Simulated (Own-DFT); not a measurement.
# Strain and stress in wurtzite GaN, 72 atoms (Ga36N36)

All numbers below are calculated, not measured. They come from Own-DFT, an in-house plane-wave density functional program, since retired, whose code no person has reviewed. Each row is one single-point run on a periodic cell that was not relaxed, without spin or spin-orbit coupling.

Settings of every run: PBE; PseudoDojo norm-conserving scalar-relativistic files (stringent for Ga); cutoff 96 hartree; 4 x 4 x 3 k mesh centred on Gamma; Gaussian smearing of 0.01 eV.

Known limits: forces not confirmed at this smearing and k mesh; stress not checked against mesh or cutoff.

Unstrained cell vectors in Å: (9.567, 0.000, 0.000); (-4.783, 8.285, 0.000); (0.000, 0.000, 10.370). The unstrained cell has measured lattice constants (interpolated for alloys), not those of this functional. That, the random moves and any unrelaxed bonds set the pressure at no strain. Each run strains this cell uniformly, with the atoms carried along. Every atom was also moved at random, by a Gaussian of width 0.05 Å on each axis. Strain is the symmetric tensor, in per cent. Stress is positive in tension, and the pressure is minus a third of its trace.

```
run  e_xx (%)  e_yy (%)  e_zz (%)  e_yz (%)  e_xz (%)  e_xy (%)  s_xx (GPa)  s_yy (GPa)  s_zz (GPa)  s_yz (GPa)  s_xz (GPa)  s_xy (GPa)  P (GPa)  E (meV/atom)
  1      1.89     -1.80     -0.68     -0.36     -1.98     -1.00       -1.38      -13.14      -10.08       -0.17       -3.63       -3.59     8.20          24.3
  2     -0.10     -0.26     -1.21     -1.24     -1.16      0.88       -8.85       -8.87      -14.10       -2.94       -2.46        2.23    10.61          38.7
  3      1.32      1.76     -0.56     -1.23      0.32      1.70        0.20        0.54       -9.55       -2.24       -0.22        4.61     2.94          25.7
  4     -0.30     -0.96     -0.19     -0.33     -0.47      0.80       -8.71      -11.92       -9.29       -0.22       -0.43        3.19     9.97          24.1
  5      0.04      1.69     -1.63     -1.87     -1.61     -0.94       -6.52       -0.30      -16.85       -4.50       -3.93       -2.80     7.89          44.4
  6     -1.14     -0.25     -0.09     -0.11     -1.46     -0.85      -10.56      -10.58       -9.38       -0.69       -3.40       -3.83    10.17          27.5
  7      1.22      1.26      1.64     -0.74      0.94      1.55        0.73        0.87        0.81       -1.38        2.22        3.97    -0.80           0.0
  8      1.32     -0.58     -1.57     -0.24     -0.92      0.32       -1.72       -8.01      -18.79       -0.39       -2.16        1.11     9.51          41.8
  9     -0.12     -1.26      0.17      1.10      1.25     -0.39      -10.45      -12.26       -7.18        2.36        3.71       -1.98     9.96          39.0
 10     -0.88     -0.77     -1.11      1.20      0.53     -0.70      -12.06      -14.27      -12.52        3.78        1.40       -2.86    12.95          44.2
 11     -1.66     -1.64      1.33      1.84      1.89     -0.36      -15.54      -15.40       -4.97        4.69        4.82       -2.67    11.97          63.2
 12     -0.60      1.89      1.01     -0.38     -0.93     -1.98       -6.55       -1.84       -1.84       -0.42       -1.87       -6.78     3.41          29.0
 13      0.10     -1.09      1.47      1.16     -0.50      0.94       -7.53      -10.32       -0.92        2.47       -1.71        2.90     6.26          25.0
 14      1.86      0.26     -0.78      0.96     -0.85      0.98       -0.74       -5.08       -8.28        2.01       -1.79        1.87     4.70          21.1
 15     -1.74      1.94     -1.58      1.13      0.71      1.21           ?           ?           ?           ?           ?           ?        ?             ?
```

E is the free energy for each atom above the lowest run shown.

## Worked fit

Each stress component was fitted by least squares to a constant and the strains of the runs shown, as fractions, with shears doubled. Shear strains stay in the fit of a normal stress only where such slopes are resolved. The slopes, in GPa:

| stress | at no strain | per e_xx | per e_yy | per e_zz | scatter |
|---|---|---|---|---|---|
| s_xx | -7.0 | 407 ± 26 | 117 ± 22 | 48 ± 26 | 1.01 |
| s_yy | -7.6 | 150 ± 27 | 396 ± 23 | 58 ± 27 | 1.04 |
| s_zz | -8.1 | 74 ± 44 | 35 ± 37 | 506 ± 44 | 1.71 |

Each shear stress against twice its own strain: yz 108 ± 11, xz 123 ± 8, xy 161 ± 11 GPa. These are stiffnesses along x, y and z of the frame in which the cell vectors are given, which need not be the crystal's axes. The atoms are held to the strained lattice; where symmetry lets them move under strain, relaxing them would lower some slopes. The table should be nearly symmetric about its diagonal, and what it lacks of that shows the noise. A ninth of its sum, 199 ± 5 GPa, estimates the bulk modulus near the mean pressure of these runs, 7.7 GPa, so it lies above the value at zero pressure.

## Withheld run

Question: what normal stresses and pressure should run 15 give?

The fit gives s_xx = -12.6, s_yy = -3.5, s_zz = -16.7 and P = 10.9 GPa. The calculation gave -12.79, -2.54, -14.34 and P = 9.89 GPa.
